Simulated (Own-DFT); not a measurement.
# Point defects and the pressure they add: B20 RuSi

Everything here is calculated. The program is Own-DFT (plane waves, in-house, since retired, never reviewed by a person); positions were held fixed, and spin and spin-orbit coupling were off.

Method: PBE; PseudoDojo norm-conserving scalar-relativistic files; cutoff 50 hartree; 5 x 4 x 5 k mesh centred on Gamma; cold (Marzari-Vanderbilt) smearing of 0.2 eV.

Keep in mind (not all hold for every row): not probed for a lower state with spin; forces on such cells failed a check on a denser k mesh; stress not checked against mesh or cutoff.

All runs share one cell, with vectors in Å (4.709, 0.000, 4.709); (0.000, 9.417, 0.000); (-4.709, 0.000, 4.709) and a volume of 417.6 Å³. u is the rms random offset of the atoms per axis. The defect's site can differ from row to row.

| cell | formula | u (Å) | P (GPa) |
|---|---|---|---|
| no defect | Ru16Si16 | 0.0186 | 5.12 |
| no defect | Ru16Si16 | 0.0201 | 5.08 |
| no defect | Ru16Si16 | 0.0484 | 6.71 |
| one Si on a Ru site | Ru15Si17 | 0.0280 | 5.45 |
| one Si on a Ru site | Ru15Si17 | 0.0302 | ? |
| one Si on a Ru site | Ru15Si17 | 0.0419 | 7.29 |
| one Si on a Ru site | Ru15Si17 | 0.0499 | 7.18 |
| one Ru on a Si site | Ru17Si15 | 0.0272 | 8.17 |
| one Ru on a Si site | Ru17Si15 | 0.0460 | 8.89 |
| one Ru on a Si site | Ru17Si15 | 0.0565 | 10.29 |
| one Si vacancy | Ru16Si15 | 0.0264 | 2.14 |
| one Si vacancy | Ru16Si15 | 0.0471 | 2.51 |
| one Si vacancy | Ru16Si15 | 0.0538 | 4.11 |
| one Ru vacancy | Ru15Si16 | 0.0281 | 2.69 |
| one Ru vacancy | Ru15Si16 | 0.0330 | 3.27 |
| one Ru vacancy | Ru15Si16 | 0.0515 | 4.65 |

## Working it out

P = P0 + c u² + a shift for each defect gives P0 = 4.73 GPa, c = 878 ± 117 GPa/Å² and a scatter of 0.40 GPa. The shifts, and each times the cell's volume:

- one Ru on a Si site: 2.62 ± 0.34 GPa, 6.8 eV
- one Si on a Ru site: 0.44 ± 0.33 GPa, 1.1 eV (not resolved)
- one Ru vacancy: -2.52 ± 0.33 GPa, -6.6 eV
- one Si vacancy: -3.51 ± 0.34 GPa, -9.2 eV

Against the defect-free cell, a freed cell would be larger where the shift is positive and smaller where it is negative (160.2 GPa Å³ is 1 eV). The atoms around the defects weren't relaxed, which would change these numbers.

## The run left out

Asked: what pressure belongs in the blank (one Si on a Ru site, u = 0.0302 Å)?

The fitted form gives 5.97 ± 0.47 GPa. The hidden result is 5.97 GPa.
